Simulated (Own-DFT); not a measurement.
# Stretching a layer in its plane: wurtzite GaN, 72 atoms (Ga36N36)

No measurement is shown. These are fixed-geometry runs of a retired plane-wave code named Own-DFT, which no person has reviewed; spin and spin-orbit coupling are neglected.

Settings: PBE; PseudoDojo norm-conserving scalar-relativistic files (stringent for Ga); cutoff 96 hartree; 4 x 4 x 3 k mesh centred on Gamma; Gaussian smearing of 0.01 eV.

Keep in mind: forces not confirmed at this smearing and k mesh; stress not checked against mesh or cutoff.

Unstrained cell vectors in Å: (9.567, 0.000, 0.000); (-4.784, 8.285, 0.000); (0.000, 0.000, 10.370). The unstrained cell has measured lattice constants (interpolated for alloys), not those of this functional. That, the random moves and any unrelaxed bonds set the pressure at no strain. Each run strains x and y alike by e, as a substrate would, and holds the height along z. Each coordinate of each atom was shifted by a normal deviate of width 0.05 Å. Stress is positive in tension.

| e (%) | u (Å) | (s_xx + s_yy)/2 (GPa) | s_zz (GPa) |
|---|---|---|---|
| -3.00 | 0.051 | -26.45 | -11.73 |
| -1.00 | 0.054 | -12.76 | -9.92 |
| -0.75 | 0.052 | -11.60 | -8.00 |
| 0.50 | 0.049 | -4.41 | -6.42 |
| 1.50 | 0.047 | 0.10 | -3.61 |
| 2.00 | 0.052 | 2.56 | -5.07 |
| 2.25 | 0.043 | 4.01 | -3.73 |
| 2.50 | 0.052 | ? | ? |
| 2.75 | 0.051 | 5.61 | -4.01 |
| 3.00 | 0.050 | 6.39 | -3.06 |

## Worked fit

With e as a fraction, the in-plane stress is -7.1 + 549 e - 3127 e² GPa (errors 4 and 232, scatter 0.23), and s_zz is -7.4 + 148 e GPa (slope ± 14, scatter 0.83). At e = 0 the first slope is C11 + C12 and the second 2 C13, both with the ions held to the strained lattice and at the cell's own pressure. The term in e² is negative: the layer stiffens under compression and softens under tension. A free layer would change its height as e changes, and the in-plane slope would drop by 2 C13²/C33 to the biaxial modulus. At fixed height, a misfit of 1 % moves the in-plane stress by about 5.5 GPa and s_zz by 1.5 GPa.

## Withheld run

Asked: what are the two stresses at e = 2.50 %?

Estimate: 4.6 and -3.7 GPa. The hidden result is 4.60 and -3.40 GPa.
